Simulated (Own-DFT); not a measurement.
# Response to strain: wurtzite AlGaN with randomly placed atoms, 72 atoms (Al9Ga27N36)

Calculated results; nothing here was measured. They come from Own-DFT, an in-house plane-wave density functional program, since retired, whose code no person has reviewed. Each row is one single-point run on a periodic cell that was not relaxed, without spin or spin-orbit coupling.

Settings of every run: PBE; PseudoDojo norm-conserving scalar-relativistic files; cutoff 42 hartree; 4 x 4 x 3 k mesh centred on Gamma; Fermi-Dirac smearing of 0.1 eV.

Known limits: forces on such cells passed a denser k mesh, each cell not checked; stress not checked against mesh or cutoff.

Unstrained cell vectors in Å: (9.509, 0.000, 0.000); (-4.755, 8.235, 0.000); (0.000, 0.000, 10.268). The unstrained cell has measured lattice constants (interpolated for alloys), not those of this functional. That, the random moves and any unrelaxed bonds set the pressure at no strain. Each run strains this cell uniformly, with the atoms carried along. Every atom was also moved at random, by a Gaussian of width 0.05 Å on each axis. The random placing of the alloy's atoms differs from row to row. Strain is the symmetric tensor, in per cent. Stress is positive in tension, and the pressure is minus a third of its trace.

```
run  e_xx (%)  e_yy (%)  e_zz (%)  s_xx (GPa)  s_yy (GPa)  s_zz (GPa)  P (GPa)  E (meV/atom)
  1      0.25      0.25      0.00       -6.63       -5.20       -6.61     6.15           4.6
  2      0.75      0.75      0.00       -2.98       -2.90       -5.92     3.93           0.0
  3      2.75      2.75      0.00        6.47        5.25       -4.73    -2.33          13.3
  4     -3.00     -3.00      0.00      -26.60      -25.72      -13.02    21.78          76.8
  5      0.50      0.50      0.00       -4.92       -5.32       -6.71     5.65          22.8
  6     -2.50     -2.50      0.00      -20.79      -23.96      -13.76    19.50          73.9
  7      2.00      2.00      0.00        2.68        2.26       -4.12    -0.27           3.0
  8     -2.75     -2.75      0.00      -23.26      -25.38      -14.12    20.92          88.2
  9     -0.75     -0.75      0.00           ?           ?           ?        ?             ?
```

E is the free energy for each atom above the lowest run shown.

## Worked fit

The change of volume is close to e_xx + e_yy + e_zz. A straight line through the runs shown gives P = 8.41 - 220 x (fractional change of volume) GPa, with an error of 8 on the slope and a scatter of 0.99 GPa. The strain isn't the same on all axes and the cell isn't cubic, so the slope belongs to this path and is not the bulk modulus.

## Withheld run

Question: what pressure should run 9 give? Its volume changes by -1.49 %.

The line gives 11.7 GPa. The calculation gave 10.97 GPa.
